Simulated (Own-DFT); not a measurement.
# Shaking the atoms of beta-Si3N4, 42 atoms (N24Si18)

Calculated results; nothing here was measured. They come from Own-DFT, an in-house plane-wave density functional program, since retired, whose code no person has reviewed. Each row is one single-point run on a periodic cell that was not relaxed, without spin or spin-orbit coupling.

Settings of every run: PBE; PseudoDojo norm-conserving scalar-relativistic files; cutoff 42 hartree; 3 x 3 x 3 k mesh centred on Gamma; Fermi-Dirac smearing of 0.1 eV.

Known limits, some of them of some rows only: some atoms lie very close together; forces on such cells passed a denser k mesh, each cell not checked; stress not checked against mesh or cutoff.

Cell vectors in Å: (7.606, 0.000, 0.000); (-3.803, 6.587, 0.000); (0.000, 0.000, 8.727). In each run every atom was moved at random and independently from its ideal site; u is the rms move along one axis. E is the free energy for each atom above the fitted value at u = 0, and F the rms of the force components.

```
run   u (Å)  E (meV/atom)  F (eV/Å)  largest force (eV/Å)  P (GPa)
  1  0.0207          16.9     0.871                  3.02     5.50
  2  0.0212          16.9     0.825                  3.12     5.51
  3  0.0214          26.8     1.065                  3.32     5.82
  4  0.0490         114.3     2.048                  7.25     8.03
  5  0.0506         114.8     2.051                  8.82     7.61
  6  0.0508         115.4     2.090                  8.84     8.21
  7  0.0999             ?         ?                     ?        ?
  8  0.1046         470.2     4.420                 19.63    16.50
  9  0.1062         530.7     4.520                 14.83    18.19
 10  0.1543        1205.0     8.835                 32.95    39.59
```

## Worked fit

For small independent moves the energy grows as E = (3/2) K u², with K the mean stiffness felt by one atom. The runs with u up to 0.11 Å give K = 30.2 ± 1.3 eV/Å², with residuals divided by u² + 0.0006 Å², since the noise grows with the moves. The scatter is 10.0 meV/atom at u = 0.05 Å. The forces follow F = G u with G = 42.5 eV/Å²; no force at u = 0 is resolved. G exceeds K because the moves of its neighbours add to the force on an atom, and stiffness differs between atoms. At u = 0.154 Å the parabola gives 1081 meV/atom and the run 1205. The pressure follows P = 5.14 + 1101 u² GPa: at fixed volume, shortened bonds push harder than stretched ones pull.

## Withheld run

Question: what energy and rms force should run 7 give?

The fit gives 453 ± 39 meV/atom and about 4.25 eV/Å. The calculation gave 396.1 meV/atom and 3.742 eV/Å.
